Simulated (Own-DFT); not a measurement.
# Strain and stress in diamond-structure SiGeSn with randomly placed atoms, 64 atoms (Ge44Si16Sn4)

Calculated results; nothing here was measured. They come from Own-DFT, an in-house plane-wave density functional program, since retired, whose code no person has reviewed. Each row is one single-point run on a periodic cell that was not relaxed, without spin or spin-orbit coupling.

Settings of every run: PBE; PseudoDojo norm-conserving scalar-relativistic files; cutoff 49 hartree; 3 x 3 x 3 k mesh centred on Gamma; Fermi-Dirac smearing of 0.1 eV.

Known limits: forces on such cells moved up to 12 meV/angstrom on a denser k mesh; stress not checked against mesh or cutoff.

Unstrained cell vectors in Å: (11.306, 0.000, 0.000); (0.000, 11.306, 0.000); (0.000, 0.000, 11.306). The unstrained cell has measured lattice constants (interpolated for alloys), not those of this functional. That, the random moves and any unrelaxed bonds set the pressure at no strain. Each run strains this cell uniformly, with the atoms carried along. Every atom was also moved at random, by a Gaussian of width 0.05 Å on each axis. The random placing of the alloy's atoms differs from row to row. Strain is the symmetric tensor, in per cent. Stress is positive in tension, and the pressure is minus a third of its trace.

| run | e_xx (%) | e_yy (%) | e_zz (%) | s_xx (GPa) | s_yy (GPa) | s_zz (GPa) | P (GPa) | E (meV/atom) |
|---|---|---|---|---|---|---|---|---|
| 1 | -1.25 | -1.25 | 0.00 | -7.07 | -6.61 | -6.03 | 6.57 | 38.4 |
| 2 | -0.25 | -0.25 | 0.00 | -4.68 | -4.56 | -4.43 | 4.56 | 6.6 |
| 3 | 1.50 | 1.50 | 0.00 | -1.79 | -1.75 | -2.81 | 2.11 | 4.8 |
| 4 | -1.00 | -1.00 | 0.00 | -6.33 | -6.26 | -5.44 | 6.01 | 29.9 |
| 5 | 1.75 | 1.75 | 0.00 | -1.36 | -1.32 | -2.44 | 1.71 | 0.0 |
| 6 | -1.75 | -1.75 | 0.00 | -7.76 | -7.89 | -6.45 | 7.37 | 39.3 |
| 7 | -3.00 | -3.00 | 0.00 | -10.52 | -10.55 | -8.30 | 9.79 | 65.7 |
| 8 | 0.50 | 0.50 | 0.00 | -3.63 | -3.57 | -3.91 | 3.71 | 17.7 |
| 9 | -2.50 | -2.50 | 0.00 | ? | ? | ? | ? | ? |

E is the free energy for each atom above the lowest run shown.

## Worked fit

The change of volume is close to e_xx + e_yy + e_zz. A straight line through the runs shown gives P = 4.51 - 84 x (fractional change of volume) GPa, with an error of 3 on the slope and a scatter of 0.23 GPa. The strain isn't the same on all axes, but the crystal is cubic, so the slope still estimates the bulk modulus, averaged over pressures from 1.7 to 9.8 GPa.

## Withheld run

Question: what pressure should run 9 give? Its volume changes by -4.94 %.

The line gives 8.7 GPa. The calculation gave 8.95 GPa.
